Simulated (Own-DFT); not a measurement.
# Computed records: GaP (zincblende, strained, atoms displaced), SiC (2H silicon carbide, atoms displaced), GaAs (zincblende with one plane slipped along a stacking-fault path, atoms displaced)

All values are calculated (Own-DFT development build). A calculation, not a measurement: plane-wave PBE density functional theory by an unreviewed code, no spin, of a simulated periodic cell, stress positive in tension, free energy of the whole cell less one offset for each atom, forces on such cells passed a denser k mesh, this cell's mesh not checked; offsets are fitted by least squares, one for each functional and potential file, so energies compare only between cells with the same atoms and settings and are not formation energies; the far tail of each file's local potential was reset to the Coulomb form; each entry is a single point on an unrelaxed cell, so the pressure reflects the starting lattice, mostly measured values (interpolated for alloys), from which strain is counted, and rises with the displacements; printed positions are rounded, which can move forces by about a meV/angstrom; the program, named Own-DFT, is a retired in-house code; no spin-orbit coupling.

Common to all runs: functional PBE; potential files PseudoDojo norm-conserving, scalar-relativistic, standard set; wave cutoff 42 hartree; occupations Fermi-Dirac; smearing width 0.1 eV; hardware one NVIDIA H100.

(1) GaP (zincblende, strained, atoms displaced)

```
GaP
1.0
     10.8620     0.0000     0.0000
      0.0000    10.8620     0.0000
      0.0000     0.0000    10.9439
Ga P Ga P Ga P Ga P Ga P Ga P Ga P Ga P
4 4 4 4 4 4 4 4 4 4 4 4 4 4 4 4
Direct
  0.99790 0.99917 0.00210
  0.99878 0.25664 0.24051
  0.24501 0.00599 0.24112
  0.26079 0.24220 0.99457
  0.12396 0.12438 0.11613
  0.12740 0.38022 0.38280
  0.36688 0.13134 0.38346
  0.37749 0.36709 0.12296
  0.99337 0.98970 0.48413
  0.00441 0.25561 0.75322
  0.24807 0.99057 0.74730
  0.24367 0.26342 0.51334
  0.12058 0.11365 0.62652
  0.12020 0.36295 0.87292
  0.37965 0.12393 0.86360
  0.37718 0.37159 0.62783
  0.99542 0.49875 0.00646
  0.99986 0.75146 0.24891
  0.25078 0.50669 0.24830
  0.24329 0.74912 0.99326
  0.11026 0.62091 0.12053
  0.13058 0.87809 0.38072
  0.36857 0.62171 0.37747
  0.38022 0.87117 0.11473
  0.00733 0.49856 0.49955
  0.99656 0.75251 0.73259
  0.25549 0.49591 0.75032
  0.25559 0.76292 0.49603
  0.11870 0.61534 0.63909
  0.13322 0.88106 0.87488
  0.37639 0.63749 0.87949
  0.37029 0.87625 0.62625
  0.50505 0.00040 0.99650
  0.48914 0.25611 0.24378
  0.75142 0.00063 0.25211
  0.74861 0.26331 0.99974
  0.61867 0.12646 0.12632
  0.61785 0.36266 0.39191
  0.88030 0.12247 0.38276
  0.86818 0.36827 0.13569
  0.49754 0.99153 0.50244
  0.49950 0.25783 0.74998
  0.74064 0.00111 0.75105
  0.75748 0.24897 0.49976
  0.61885 0.13403 0.62536
  0.61336 0.38752 0.87718
  0.87067 0.13940 0.87577
  0.86955 0.37773 0.63423
  0.49604 0.49863 0.01754
  0.50213 0.74368 0.25457
  0.76148 0.52043 0.24039
  0.74590 0.75961 0.01065
  0.62089 0.62456 0.12088
  0.62192 0.88332 0.37300
  0.86869 0.61375 0.37304
  0.86433 0.88477 0.11533
  0.49922 0.50407 0.48548
  0.50655 0.73945 0.75182
  0.75246 0.49584 0.74373
  0.75012 0.74784 0.49231
  0.61197 0.62407 0.61850
  0.63609 0.86712 0.88057
  0.87005 0.63076 0.87066
  0.87692 0.88206 0.62131
```

```
k mesh                            : 3 x 3 x 3 centred on Gamma
free energy of cell above offsets : -29.775 eV
pressure                          : 4.17 GPa
stress xx                         : -4.51 GPa
stress yy                         : -4.18 GPa
stress zz                         : -3.81 GPa
stress yz                         : -0.76 GPa
stress xz                         : -0.63 GPa
stress xy                         : 0.75 GPa
wall time                         : 583.2 s
```

Force:
```tsv
element	x (eV/Å)	y (eV/Å)	z (eV/Å)
Ga	-0.087	0.702	-1.461
Ga	1.247	-1.229	1.698
Ga	1.129	-0.352	0.696
Ga	-0.821	0.026	-0.512
P	-0.11	0.65	0.533
P	-0.034	-0.539	-1.661
P	0.029	-0.318	-0.71
P	-1.99	1.471	-0.095
Ga	0.912	0.541	1.821
Ga	-1.085	-1.644	-1.359
Ga	0.262	1.599	-0.03
Ga	-0.139	-1.872	-0.221
P	-0.388	0.908	-0.46
P	1.765	2.032	1.742
P	0.037	-0.648	0.429
P	0.099	1.58	-0.474
Ga	-0.954	-1.091	-1.649
Ga	-0.56	0.363	0.34
Ga	-0.674	-0.775	-0.493
Ga	-0.006	0.145	0.969
P	1.881	0.921	0.644
P	-0.448	-0.424	-2.123
P	0.137	1.093	-0.576
P	-0.743	-0.018	1.089
Ga	-1.256	0.263	0.854
Ga	0.111	0.269	1.887
Ga	-0.059	0.018	1.017
Ga	-0.56	-1.769	1.009
P	1.144	0.76	-1.749
P	-2.101	-0.841	0.024
P	-0.158	-2.121	0.058
P	1.441	-0.879	0.453
Ga	-0.111	-0.02	-0.416
Ga	1.421	-1.68	2.233
Ga	-0.4	1.052	-0.095
Ga	-1.103	-0.824	-0.219
P	0.701	0.431	-0.01
P	0.52	0.83	-2.415
P	-0.53	0.977	-1.972
P	-0.279	1.708	-1.088
Ga	-0.329	1.662	0.046
Ga	0.342	-0.363	0.429
Ga	0.609	0.752	-0.014
Ga	-0.322	-0.1	0.956
P	0.51	-1.15	-0.22
P	0.92	-0.262	-0.015
P	0.095	-1.255	-0.015
P	1.629	-1.028	-1.831
Ga	-0.424	0.474	-1.932
Ga	-0.473	0.72	-0.265
Ga	-2.109	-2.407	-0.481
Ga	0.403	-2.053	-0.929
P	0.722	0.658	0.969
P	0.376	-1.245	-0.026
P	2.017	2.047	1.492
P	1.502	-0.397	1.969
Ga	-0.22	-0.91	1.428
Ga	-0.369	1.464	0.15
Ga	-1.648	1.611	1.204
Ga	-0.443	0.397	0.676
P	1.697	-0.332	-0.294
P	-1.669	0.965	-1.372
P	0.15	-0.076	0.626
P	-1.206	-0.465	-0.257
```

(2) SiC (2H silicon carbide, atoms displaced)

```
SiC
1.0
      6.1654     0.0000     0.0000
     -3.0827     5.3394     0.0000
      0.0000     0.0000    10.0681
Si C Si C Si C Si C Si C Si C Si C Si C
2 2 2 2 2 2 2 2 2 2 2 2 2 2 2 2
Direct
  0.00099 0.00094 0.00256
  0.16356 0.32936 0.25363
  0.99605 0.00622 0.18724
  0.16215 0.33086 0.43615
  0.99839 0.00097 0.50096
  0.17253 0.33663 0.74749
  0.99609 0.00626 0.69073
  0.17391 0.33427 0.93875
  0.99125 0.49354 0.00210
  0.17380 0.83828 0.25205
  0.99775 0.49198 0.18213
  0.15654 0.83110 0.43531
  0.99987 0.49537 0.49778
  0.16923 0.83300 0.75381
  0.00263 0.49918 0.68901
  0.17857 0.83773 0.93465
  0.50238 0.00582 0.00685
  0.66674 0.33640 0.24799
  0.50476 0.00006 0.19184
  0.67217 0.33515 0.43467
  0.49773 0.99438 0.50128
  0.66717 0.34229 0.75114
  0.50323 0.99730 0.68782
  0.67032 0.33230 0.93928
  0.50296 0.49354 0.00178
  0.65789 0.82682 0.25224
  0.50309 0.50187 0.18530
  0.66621 0.82624 0.44131
  0.49731 0.50343 0.49717
  0.66674 0.83084 0.74858
  0.49428 0.50110 0.68922
  0.66414 0.83876 0.93594
```

```
k mesh                            : 5 x 5 x 3 centred on Gamma
free energy of cell above offsets : -4.620 eV
pressure                          : 3.81 GPa
stress xx                         : -2.35 GPa
stress yy                         : -2.24 GPa
stress zz                         : -6.83 GPa
stress yz                         : -0.09 GPa
stress xz                         : -0.17 GPa
stress xy                         : -0.53 GPa
wall time                         : 122.1 s
```

Force:
```tsv
element	x (eV/Å)	y (eV/Å)	z (eV/Å)
Si	-0.041	-0.049	-1.289
Si	-0.003	0.477	-1.65
C	0.848	-1.181	0.863
C	0.53	0.166	0.554
Si	0.137	-0.357	0.463
Si	-1.061	-0.462	1.51
C	1.354	-0.788	-0.805
C	-0.644	-0.156	-0.182
Si	2.063	1.1	-1.376
Si	-1.285	-0.775	-1.142
C	-0.13	1.133	1.984
C	1.222	0.086	0.868
Si	-0.769	0.711	0.664
Si	-0.107	0.411	-1.281
C	-0.583	0.411	-0.404
C	-1.26	-0.575	1.987
Si	0.48	-1.039	-1.447
Si	0.615	-0.004	0.361
C	-0.806	0.206	-0.082
C	-0.897	-0.582	0.622
Si	-0.438	0.612	-0.263
Si	0.743	-1.298	-0.427
C	-0.856	0.735	0.023
C	-0.656	0.083	-0.178
Si	-1	1.395	-0.936
Si	1.272	0.579	-0.173
C	-0.505	-0.575	1.104
C	-0.741	0.924	-0.829
Si	0.957	-1.307	0.771
Si	-0.516	0.723	0.79
C	1.166	0.085	-1.016
C	0.912	-0.694	0.915
```

(3) GaAs (zincblende with one plane slipped along a stacking-fault path, atoms displaced)

```
GaAs
1.0
      5.6533    -5.6533     0.0000
      0.0000     5.6533    -5.6533
     12.0604    12.0604     9.7991
Ga As Ga As Ga As Ga As Ga As Ga As Ga As Ga As Ga As Ga As Ga As Ga As Ga As Ga As Ga As Ga As Ga As Ga As Ga As Ga As Ga As Ga As Ga As Ga As
1 1 1 1 1 1 1 1 1 1 1 1 1 1 1 1 1 1 1 1 1 1 1 1 1 1 1 1 1 1 1 1 1 1 1 1 1 1 1 1 1 1 1 1 1 1 1 1
Direct
  0.00099 0.00327 0.99982
  0.98602 0.97180 0.12405
  0.14515 0.28864 0.16876
  0.13391 0.26251 0.29154
  0.28452 0.07014 0.33305
  0.26941 0.03739 0.45689
  0.06817 0.12886 0.49879
  0.04462 0.10383 0.62595
  0.20850 0.41425 0.66656
  0.19610 0.38837 0.79005
  0.35433 0.21215 0.83320
  0.34680 0.17780 0.95969
  0.00858 0.50234 0.99917
  0.98437 0.47266 0.12240
  0.14907 0.78717 0.16537
  0.12771 0.75403 0.29405
  0.28714 0.57235 0.33521
  0.27292 0.53855 0.45645
  0.06714 0.63111 0.50212
  0.04583 0.60343 0.62543
  0.20903 0.92424 0.66573
  0.18960 0.88909 0.78943
  0.35178 0.71366 0.83305
  0.34014 0.68414 0.95915
  0.49527 0.00371 0.00183
  0.48216 0.96847 0.12606
  0.64661 0.28927 0.16629
  0.61859 0.24358 0.28775
  0.79232 0.07509 0.33326
  0.76629 0.04609 0.45738
  0.56799 0.13245 0.50189
  0.55298 0.10143 0.62548
  0.71307 0.42148 0.66456
  0.69871 0.38909 0.79001
  0.85666 0.21858 0.83353
  0.83975 0.17853 0.95792
  0.49705 0.50051 0.99975
  0.48675 0.46600 0.12604
  0.63917 0.78073 0.16703
  0.63118 0.75406 0.28921
  0.78200 0.57167 0.33238
  0.77672 0.55469 0.45853
  0.56468 0.62759 0.50009
  0.55029 0.60129 0.62414
  0.71279 0.92418 0.66828
  0.69241 0.88439 0.79262
  0.85751 0.71936 0.83072
  0.83126 0.68376 0.95832
```

```
k mesh                            : 4 x 4 x 2 centred on Gamma
free energy of cell above offsets : -16.599 eV
pressure                          : 4.45 GPa
stress xx                         : -5.23 GPa
stress yy                         : -5.64 GPa
stress zz                         : -2.47 GPa
stress yz                         : -0.17 GPa
stress xz                         : -0.16 GPa
stress xy                         : 0.17 GPa
wall time                         : 748 s
```

Force:
```tsv
element	x (eV/Å)	y (eV/Å)	z (eV/Å)
Ga	0.128	-0.119	-0.091
As	0.031	0.085	0.528
Ga	-0.327	-0.093	-0.486
As	-0.223	-0.13	0.689
Ga	0.011	0.182	-0.448
As	-0.606	-1.558	1.248
Ga	0.758	1.941	-1.017
As	-0.182	-0.892	0.097
Ga	0.202	0.44	-0.842
As	0.145	0.477	0.046
Ga	0.288	-0.264	0.071
As	-0.943	0.532	-0.526
Ga	-0.826	0.499	-0.202
As	0.31	-0.189	0.658
Ga	-0.05	0.846	0.059
As	-0.712	-0.546	0.136
Ga	0.087	-0.157	-0.897
As	-1.247	-0.489	1.48
Ga	1.296	0.723	-1.16
As	0.564	-0.546	0.19
Ga	0.031	0.035	-0.291
As	0.512	0.002	-0.117
Ga	-0.005	-0.136	0.167
As	-0.045	-0.379	-0.154
Ga	0.661	-0.65	0.234
As	0.227	-0.493	0.035
Ga	-0.077	-0.229	-0.285
As	0.942	0.381	0.14
Ga	-0.278	0.048	-0.278
As	-0.535	-2.153	1.125
Ga	0.653	1.931	-1.227
As	-0.228	0.124	0.265
Ga	-0.084	0.526	0.053
As	-0.3	0.545	-0.243
Ga	0.031	-0.541	0.392
As	-0.036	0.298	-0.018
Ga	0.134	0.201	0.095
As	-0.596	-0.069	0.031
Ga	0.152	-0.131	-0.783
As	0.044	0.606	0.323
Ga	0.11	-0.333	0.226
As	-1.383	-2.058	0.992
Ga	1.191	1.824	-1.05
As	0.1	0.209	0.161
Ga	-0.282	0.069	0.306
As	-0.176	0.598	-0.653
Ga	0.157	-0.026	0.915
As	0.374	-0.944	0.107
```

(4) GaP (zincblende, strained, atoms displaced)

```
GaP
1.0
     10.8620     0.0000     0.0000
      0.0000    10.8620     0.0000
      0.0000     0.0000    10.9361
Ga P Ga P Ga P Ga P Ga P Ga P Ga P Ga P
4 4 4 4 4 4 4 4 4 4 4 4 4 4 4 4
Direct
  0.00412 0.99282 0.99823
  0.99319 0.24801 0.25483
  0.25493 0.00100 0.25287
  0.24733 0.25492 0.00372
  0.12543 0.12578 0.13070
  0.12782 0.37525 0.38016
  0.37425 0.12500 0.37283
  0.36582 0.36853 0.12594
  0.00110 0.00646 0.49876
  0.99873 0.24680 0.74969
  0.24899 0.99471 0.74642
  0.24557 0.24665 0.50146
  0.12602 0.12930 0.62760
  0.11259 0.36683 0.87386
  0.37549 0.12928 0.87071
  0.37469 0.37711 0.62860
  0.99258 0.50319 0.00498
  0.99152 0.75607 0.24902
  0.24889 0.49349 0.25157
  0.24207 0.75031 0.99535
  0.12632 0.62298 0.12736
  0.12561 0.87169 0.37584
  0.37804 0.62523 0.37565
  0.38169 0.87948 0.12331
  0.00185 0.50481 0.49994
  0.00059 0.74732 0.74498
  0.24716 0.49909 0.75316
  0.24418 0.74635 0.49951
  0.13053 0.62401 0.63085
  0.11792 0.87445 0.87553
  0.37316 0.62611 0.88137
  0.37657 0.87090 0.62747
  0.49899 0.99555 0.99911
  0.50336 0.24518 0.24747
  0.75119 0.00192 0.25935
  0.75156 0.24695 0.00599
  0.61943 0.12411 0.12022
  0.61578 0.36778 0.37176
  0.87373 0.11914 0.37904
  0.86397 0.37980 0.12664
  0.50584 0.00170 0.49888
  0.50665 0.24735 0.75134
  0.75901 0.99835 0.75103
  0.74639 0.26008 0.49648
  0.62298 0.12223 0.62942
  0.62213 0.38116 0.87560
  0.87114 0.11861 0.87413
  0.88339 0.37481 0.62746
  0.49325 0.49636 0.99366
  0.49854 0.75400 0.25316
  0.73982 0.49481 0.24376
  0.75069 0.75261 0.00362
  0.62303 0.62632 0.12205
  0.61927 0.87018 0.38106
  0.87338 0.62396 0.37474
  0.87287 0.87081 0.12440
  0.49945 0.49826 0.50497
  0.49339 0.75458 0.75292
  0.75063 0.50551 0.76150
  0.74517 0.75683 0.49710
  0.62802 0.62257 0.62232
  0.62428 0.87620 0.87505
  0.87405 0.62132 0.87640
  0.87368 0.87941 0.63036
```

```
k mesh                            : 3 x 3 x 3 centred on Gamma
free energy of cell above offsets : -33.695 eV
pressure                          : 3.51 GPa
stress xx                         : -3.66 GPa
stress yy                         : -3.65 GPa
stress zz                         : -3.23 GPa
stress yz                         : -0.23 GPa
stress xz                         : -0.39 GPa
stress xy                         : 0.18 GPa
wall time                         : 507.8 s
```

Force:
```tsv
element	x (eV/Å)	y (eV/Å)	z (eV/Å)
Ga	-0.698	1.105	0.929
Ga	0.295	0.471	-0.267
Ga	-0.402	-0.445	-0.354
Ga	-0.577	-1.027	-0.99
P	-0.372	-0.286	-0.425
P	-0.83	-0.183	-0.359
P	0.387	0.108	0.757
P	1.497	0.797	0.251
Ga	0.501	-0.844	0.663
Ga	-0.547	-0.542	0.04
Ga	0.161	0.472	0.409
Ga	0.963	0.469	0.057
P	-0.159	-0.921	-0.094
P	0.891	1.225	0.85
P	-0.471	-0.575	0.677
P	-0.114	-0.657	-0.06
Ga	0.662	-0.489	-0.121
Ga	0.9	-1.038	0.374
Ga	0.241	0.671	0.134
Ga	0.577	0.099	0.855
P	-0.48	0.299	0.145
P	-0.327	0.585	-0.181
P	-0.502	-0.325	-0.035
P	-1.352	-0.814	0.299
Ga	0.068	-0.122	0.24
Ga	-0.429	-0.026	0.466
Ga	0.225	-0.489	0.668
Ga	0.847	0.07	0.135
P	-0.646	0.027	-0.619
P	0.808	-0.367	-0.898
P	-0.446	0.09	-0.848
P	-0.548	0.551	-1.065
Ga	-0.006	0.86	-0.8
Ga	-1.033	-0.097	-0.358
Ga	-0.833	-0.645	-1.066
Ga	-0.436	0.192	-0.848
P	0.864	-0.522	0.617
P	0.395	1.139	0.232
P	-0.32	1.263	0.117
P	1.306	-0.966	0.04
Ga	-1.007	0.098	0.469
Ga	-0.572	0.638	-0.048
Ga	-1.667	0.089	0.118
Ga	0.439	-0.87	0.88
P	1.1	0.258	-0.573
P	0.572	-1.138	0.146
P	0.864	0.867	0.845
P	-1.218	0.5	-0.22
Ga	-0.006	0.125	1.277
Ga	-0.033	-0.608	-0.63
Ga	-0.236	0.829	1.087
Ga	-0.444	-0.514	-0.729
P	-0.605	-0.099	0.148
P	0.437	1.002	-0.964
P	-0.512	0.079	-0.167
P	-0.147	1.321	0.162
Ga	-0.057	0.08	-0.343
Ga	0.91	-1.01	0.082
Ga	-0.252	-0.728	-1.518
Ga	0.958	-0.96	0.835
P	-0.15	0.498	0.73
P	0.426	-0.211	-0.137
P	0.46	1.42	0.333
P	0.681	-0.776	-1.349
```
